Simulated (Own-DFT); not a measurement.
# What a defect does to the pressure of its cell: 2H SiC

Source: density functional calculations with Own-DFT, an unreviewed in-house program that is no longer used. Nothing was measured or relaxed, and spin and spin-orbit coupling are left out.

Settings: PBE; PseudoDojo norm-conserving scalar-relativistic files; cutoff 42 hartree; 4 x 4 x 3 k mesh centred on Gamma; Fermi-Dirac smearing of 0.1 eV.

Known weak points (not all hold for every row): some atoms lie very close together; not probed for a lower state with spin; forces on such cells moved up to 12 meV/angstrom on a denser k mesh; forces on such cells passed a denser k mesh, each cell not checked; stress not checked against mesh or cutoff.

All runs share one cell, with vectors in Å (9.248, 0.000, 0.000); (-4.624, 8.009, 0.000); (0.000, 0.000, 10.068) and a volume of 745.7 Å³. u is the rms random offset of the atoms per axis. The defect's site can differ from row to row.

```
cell,formula,u (Å),P (GPa)
no defect,C36Si36,0.0292,3.82
no defect,C36Si36,0.0596,5.97
no defect,C36Si36,0.0635,6.49
one Si on a C site,C35Si37,0.0311,10.68
one Si on a C site,C35Si37,0.0472,11.71
one Si on a C site,C35Si37,0.0512,11.83
one C vacancy,C35Si36,0.0288,3.62
one C vacancy,C35Si36,0.0290,?
one C vacancy,C35Si36,0.0300,3.93
one C vacancy,C35Si36,0.0308,3.77
two Al on a Si site each,Al2C36Si34,0.0299,5.77
two Al on a Si site each,Al2C36Si34,0.0300,5.83
two Al on a Si site each,Al2C36Si34,0.0526,7.48
two N on a C site each,C34N2Si36,0.0278,2.78
two N on a C site each,C34N2Si36,0.0462,4.14
two N on a C site each,C34N2Si36,0.0493,4.26
```

## Fit

P = P0 + c u² + a shift for each defect gives P0 = 3.06 GPa, c = 842 ± 33 GPa/Å² and a scatter of 0.11 GPa. The shifts, and each times the cell's volume:

- one Si on a C site: 6.72 ± 0.10 GPa, 31.3 eV
- two Al on a Si site each: 2.02 ± 0.10 GPa, 9.4 eV (4.7 eV for each of its 2 sites)
- one C vacancy: -0.04 ± 0.11 GPa, -0.2 eV (not resolved)
- two N on a C site each: -0.83 ± 0.10 GPa, -3.9 eV (-1.9 eV for each of its 2 sites)

Positive is outwards. The product with the volume (160.2 GPa Å³ to the eV) is nearly free of the cell's size; divided by the bulk modulus at the cell's pressure it gives the volume that the defect adds. The atoms around the defects weren't relaxed, which would change these numbers.

## Withheld run

Question: what pressure belongs in the blank (one C vacancy, u = 0.0290 Å)?

The fit gives 3.72 ± 0.13 GPa. The run itself gave 3.57 GPa.
